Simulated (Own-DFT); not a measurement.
## Calculated data, GaN (wurtzite, strained, atoms displaced)

Computed with Own-DFT development build. A calculation, not a measurement: plane-wave PBE density functional theory by an unreviewed code, no spin, of a simulated periodic cell, stress positive in tension, free energy of the whole cell less one offset for each atom, forces on such cells passed a denser k mesh, this cell's mesh not checked; offsets are fitted by least squares, one for each functional and potential file, so energies compare only between cells with the same atoms and settings and are not formation energies; the far tail of each file's local potential was reset to the Coulomb form; each entry is a single point on an unrelaxed cell, so the pressure reflects the starting lattice, mostly measured values (interpolated for alloys), from which strain is counted, and rises with the displacements; printed positions are rounded, which can move forces by about a meV/angstrom; the program, named Own-DFT, is a retired in-house code; no spin-orbit coupling.

Entry: GaN (wurtzite, strained, atoms displaced)

```
GaN
1.0
     12.7560     0.0000     0.0000
     -4.7835     8.2853    -0.1243
      0.0000    -0.1556    10.3700
Ga N Ga N Ga N Ga N Ga N Ga N Ga N Ga N Ga N Ga N Ga N Ga N Ga N Ga N Ga N Ga N Ga N Ga N Ga N Ga N Ga N Ga N Ga N Ga N
2 2 2 2 2 2 2 2 2 2 2 2 2 2 2 2 2 2 2 2 2 2 2 2 2 2 2 2 2 2 2 2 2 2 2 2 2 2 2 2 2 2 2 2 2 2 2 2
Direct
  0.08773 0.22376 0.99781
  0.16934 0.11787 0.25496
  0.09396 0.23621 0.18998
  0.16942 0.11405 0.43539
  0.07887 0.20990 0.50365
  0.16563 0.11041 0.74787
  0.08296 0.22771 0.69809
  0.16182 0.09539 0.93956
  0.08224 0.55039 0.00159
  0.16123 0.44378 0.24432
  0.08609 0.55991 0.18291
  0.16983 0.44558 0.44493
  0.08298 0.55343 0.49611
  0.16411 0.44063 0.74777
  0.08050 0.55490 0.69112
  0.17304 0.44867 0.94475
  0.08164 0.87686 0.00358
  0.16818 0.78295 0.25691
  0.08336 0.88473 0.19146
  0.17289 0.78227 0.43446
  0.08531 0.89379 0.49901
  0.16611 0.77633 0.73811
  0.08625 0.89107 0.69802
  0.16586 0.76623 0.94162
  0.33870 0.22408 0.00282
  0.41664 0.11282 0.24383
  0.33208 0.22931 0.18364
  0.41873 0.11436 0.43537
  0.33319 0.22705 0.50113
  0.41584 0.12008 0.73804
  0.33416 0.23035 0.68993
  0.41870 0.11378 0.93701
  0.34096 0.57472 0.99525
  0.42320 0.44423 0.24549
  0.33557 0.55916 0.19238
  0.42116 0.45240 0.43755
  0.33317 0.55873 0.50389
  0.41692 0.44404 0.76224
  0.33399 0.55596 0.69068
  0.41380 0.43660 0.93299
  0.33572 0.88475 0.00378
  0.41809 0.77514 0.24731
  0.33668 0.88986 0.19056
  0.41462 0.77663 0.44508
  0.33690 0.89541 0.49637
  0.41771 0.77543 0.74417
  0.33392 0.89509 0.68352
  0.41934 0.77818 0.94104
  0.58764 0.22551 0.99966
  0.66666 0.11460 0.24353
  0.58203 0.22253 0.18546
  0.67611 0.12567 0.43456
  0.57834 0.22638 0.49968
  0.67328 0.10686 0.75128
  0.58716 0.23381 0.69309
  0.66279 0.10698 0.94312
  0.57869 0.54826 0.99783
  0.66977 0.44908 0.24593
  0.57545 0.55258 0.18226
  0.66907 0.44963 0.44045
  0.57458 0.55805 0.49636
  0.66958 0.44846 0.74976
  0.58664 0.55191 0.69932
  0.67275 0.44616 0.93659
  0.59283 0.90192 0.99473
  0.66130 0.76921 0.24843
  0.57794 0.88258 0.18450
  0.66519 0.77103 0.43722
  0.58063 0.88604 0.50635
  0.66488 0.77185 0.74725
  0.59072 0.89097 0.68374
  0.67067 0.78133 0.93120
  0.82951 0.22033 0.00391
  0.92026 0.11204 0.25079
  0.83813 0.22756 0.19201
  0.91978 0.11786 0.43656
  0.83430 0.23074 0.49759
  0.92196 0.11686 0.74268
  0.83028 0.21493 0.68475
  0.90916 0.10358 0.94000
  0.83100 0.55290 0.99752
  0.91546 0.44375 0.24567
  0.83662 0.55294 0.19350
  0.92206 0.44354 0.44049
  0.82178 0.55276 0.50222
  0.91210 0.44137 0.75261
  0.84190 0.55831 0.68600
  0.92165 0.45151 0.93881
  0.83390 0.89406 0.00876
  0.92207 0.77885 0.25023
  0.83264 0.89754 0.19647
  0.91320 0.77785 0.43946
  0.83115 0.89147 0.49546
  0.92063 0.78306 0.75225
  0.82530 0.87242 0.68675
  0.91451 0.77442 0.93515
```

- functional: PBE
- potential files: PseudoDojo norm-conserving, scalar-relativistic, standard set with the stringent files for Ga
- wave cutoff: 96 hartree
- occupations: Gaussian
- smearing width: 0.01 eV
- k mesh: 3 x 4 x 3 centred on Gamma
- free energy of cell above offsets: -4.964 eV
- pressure: 6.98 GPa
- stress xx: -6.34 GPa
- stress yy: -8.22 GPa
- stress zz: -6.39 GPa
- stress yz: -3.23 GPa
- stress xz: -0.6 GPa
- stress xy: -1.09 GPa

Force:
```tsv
element	x (eV/Å)	y (eV/Å)	z (eV/Å)
Ga	-0.068	-0.451	0.071
Ga	-0.06	-0.258	-1.753
N	-0.76	-3.097	-0.603
N	-0.059	-0.381	1.282
Ga	-0.066	2.135	-0.155
Ga	0.419	0.486	1.507
N	1.25	-1.629	-1.743
N	0.175	1.369	-0.028
Ga	0.616	0.616	-0.659
Ga	1.187	2.234	1.475
N	-0.695	-0.119	1.576
N	-0.347	-0.993	-0.764
Ga	0.469	0.516	0.824
Ga	-0.086	2.404	1.155
N	0.438	-0.699	-0.715
N	-0.24	-0.769	-1.164
Ga	0.095	0.275	-0.731
Ga	0.732	-0.558	-1.874
N	-0.106	1.206	0.042
N	-1.02	-0.326	1.709
Ga	-0.08	-1.068	0.382
Ga	0.662	0.042	2.076
N	-0.471	0.067	-2.199
N	0.162	1.076	-0.852
Ga	-1.171	-1.067	-1.238
Ga	-0.219	0.15	0.313
N	0.788	-1.187	1.254
N	-1.011	0.1	-0.179
Ga	0.581	0.589	-0.166
Ga	1.062	-0.533	1.878
N	-0.716	-0.62	-0.875
N	0.397	-0.509	-0.228
Ga	0.341	-3.067	1.68
Ga	-2.817	0.173	1.044
N	0.086	-0.987	-0.864
N	-1.657	-1.731	-0.59
Ga	0.077	-0.303	-0.49
Ga	0.152	0.831	-3.144
N	0.23	-0.621	0.194
N	-0.352	0.854	3.048
Ga	-1.12	0.746	-0.819
Ga	-0.521	0.393	1.087
N	-0.505	-0.085	0.187
N	0.571	0.458	-0.874
Ga	0.114	-0.204	0.134
Ga	-0.467	1.225	0.708
N	0.564	-0.387	0.253
N	0.601	2.058	-1.764
Ga	-1.233	-0.057	-0.665
Ga	0.438	-0.636	1.05
N	0.163	0.572	0.198
N	-1.781	-1.743	0.055
Ga	1.885	0.376	0.296
Ga	-1.685	0.712	0.007
N	0.551	-2.05	-0.927
N	0.615	1.956	-1.361
Ga	0.509	1.202	-1.028
Ga	-0.242	-0.287	0.693
N	2.59	0.356	-0.065
N	-2.357	-1.02	-1.266
Ga	2.79	0.14	1.861
Ga	1.157	0.623	0.164
N	-1.808	-0.123	-1.789
N	-1.281	-0.646	0.495
Ga	-0.168	-3.162	0.99
Ga	-0.243	1.444	0.143
N	1.158	1.098	0.077
N	-0.837	0.896	-0.261
Ga	0.437	1.106	-2.37
Ga	0.369	0.438	0.368
N	-1.072	-0.676	1.555
N	-0.504	-0.687	1.588
Ga	1.023	0.766	-0.406
Ga	0.041	1.542	-0.021
N	-0.35	-1.261	-0.748
N	-0.249	-0.903	0.623
Ga	0.708	-0.288	0.149
Ga	-1.532	-2.156	1.453
N	0.618	0.912	0.378
N	0.746	1.507	-0.499
Ga	0.997	1.143	0.567
Ga	1.303	0.719	1.382
N	-1.328	0.723	-1.187
N	-1.649	0.859	-0.987
Ga	3.06	1.211	0.182
Ga	0.867	0.173	-0.417
N	-1.345	-0.126	0.467
N	-0.89	-1.794	0.127
Ga	0.416	-0.96	-1.056
Ga	-1.095	-0.037	0.481
N	0.67	-2.002	-0.641
N	0.903	0.158	-0.114
Ga	0.176	-0.093	0.583
Ga	-0.465	-0.662	-0.386
N	0.917	2.194	-0.688
N	-0.142	0.186	1.54
```
